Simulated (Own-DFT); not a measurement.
# One host, several defects: C40 NbSi2

No measurement is shown. These are fixed-geometry runs of a retired plane-wave code named Own-DFT, which no person has reviewed; spin and spin-orbit coupling are neglected.

All runs used: PBEsol; PseudoDojo norm-conserving scalar-relativistic files, made for PBE; cutoff 42 hartree; 4 x 4 x 5 k mesh centred on Gamma; cold (Marzari-Vanderbilt) smearing of 0.2 eV.

Known weak points: forces on such cells failed a check on a denser k mesh; stress not checked against mesh or cutoff.

All runs share one cell, with vectors in Å (0.000, 8.324, 0.000); (-9.613, 0.000, 0.000); (0.000, 0.000, 6.586) and a volume of 527.0 Å³. The atoms are randomly displaced, by u rms on each axis. The defect's site can differ from row to row.

```
                    cell   formula   u (Å)  P (GPa)
               no defect  Nb12Si24  0.0193    -2.13
               no defect  Nb12Si24  0.0195    -2.14
               no defect  Nb12Si24  0.0492    -0.94
          one Si vacancy  Nb12Si23  0.0313    -2.75
          one Si vacancy  Nb12Si23  0.0338    -2.40
          one Si vacancy  Nb12Si23  0.0493    -1.34
two Nb on a Si site each  Nb14Si22  0.0268     3.41
two Nb on a Si site each  Nb14Si22  0.0317     3.55
two Nb on a Si site each  Nb14Si22  0.0525     4.33
two Si on a Nb site each  Nb10Si26  0.0280    -1.91
two Si on a Nb site each  Nb10Si26  0.0294    -1.65
two Si on a Nb site each  Nb10Si26  0.0528    -0.43
two Si on a Nb site each  Nb10Si26  0.0550        ?
```

## Analysis

P = P0 + c u² + a shift for each defect gives P0 = -2.40 GPa, c = 625 ± 62 GPa/Å² and a scatter of 0.19 GPa. The shifts, and each times the cell's volume:

- two Nb on a Si site each: 5.22 ± 0.15 GPa, 17.2 eV (8.6 eV for each of its 2 sites)
- two Si on a Nb site each: 0.15 ± 0.15 GPa, 0.5 eV (0.2 eV for each of its 2 sites) (not resolved)
- one Si vacancy: -0.72 ± 0.15 GPa, -2.4 eV

A positive shift means that the defect pushes the cell outwards. Shift times volume (160.2 GPa Å³ is 1 eV) depends little on the cell's size, so, taken for each site, it can be compared between cells at like pressure. The atoms around the defects weren't relaxed, which would change these numbers.

## The run left out

Q: what pressure belongs in the blank (two Si on a Nb site each, u = 0.0550 Å)?

Estimate: -0.36 ± 0.23 GPa. DFT gave -0.08 GPa.
